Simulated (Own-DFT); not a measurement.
# Strain and stress in grey tin, 64 atoms (Sn64)

Calculated results; nothing here was measured. They come from Own-DFT, an in-house plane-wave density functional program, since retired, whose code no person has reviewed. Each row is one single-point run on a periodic cell that was not relaxed, without spin or spin-orbit coupling.

Settings of every run: PBE; PseudoDojo norm-conserving scalar-relativistic files; cutoff 42 hartree; 3 x 3 x 3 k mesh centred on Gamma; cold (Marzari-Vanderbilt) smearing of 0.2 eV.

Known limits: forces on such cells moved up to 12 meV/angstrom on a denser k mesh; stress not checked against mesh or cutoff.

Unstrained cell vectors in Å: (12.978, 0.000, 0.000); (0.000, 12.978, 0.000); (0.000, 0.000, 12.978). The unstrained cell has measured lattice constants (interpolated for alloys), not those of this functional. That, the random moves and any unrelaxed bonds set the pressure at no strain. Each run strains this cell uniformly, with the atoms carried along. Every atom was also moved at random, by a Gaussian of width 0.05 Å on each axis. Strain is the symmetric tensor, in per cent. Stress is positive in tension, and the pressure is minus a third of its trace.

```
run  e_xx (%)  e_yy (%)  e_zz (%)  s_xx (GPa)  s_yy (GPa)  s_zz (GPa)  P (GPa)  E (meV/atom)
  1     -3.00     -3.00      0.00       -7.52       -7.55       -6.66     7.25          79.7
  2      1.00      1.00      0.00       -2.60       -2.62       -2.90     2.71           5.2
  3     -3.00     -3.00      0.00       -7.57       -7.59       -6.70     7.29          81.7
  4      0.50      0.50      0.00       -3.10       -3.09       -3.15     3.12           3.0
  5      1.00      1.00      0.00       -2.70       -2.60       -2.91     2.74           7.1
  6     -0.25     -0.25      0.00       -3.95       -4.00       -3.91     3.95          20.7
  7     -0.25     -0.25      0.00       -3.84       -3.84       -3.80     3.83           7.4
  8     -1.25     -1.25      0.00       -5.04       -5.11       -4.78     4.98          28.7
  9      0.50      0.50      0.00       -3.04       -3.03       -3.20     3.09           0.0
 10     -1.25     -1.25      0.00       -5.14       -5.05       -4.75     4.98          29.3
 11     -2.25     -2.25      0.00           ?           ?           ?        ?             ?
```

E is the free energy for each atom above the lowest run shown.

## Worked fit

The change of volume is close to e_xx + e_yy + e_zz. A straight line through the runs shown gives P = 3.71 - 58 x (fractional change of volume) GPa, with an error of 2 on the slope and a scatter of 0.15 GPa. The strain isn't the same on all axes, but the crystal is cubic, so the slope still estimates the bulk modulus, averaged over pressures from 2.7 to 7.3 GPa.

## Withheld run

Question: what pressure should run 11 give? Its volume changes by -4.45 %.

The line gives 6.3 GPa. The calculation gave 6.31 GPa.
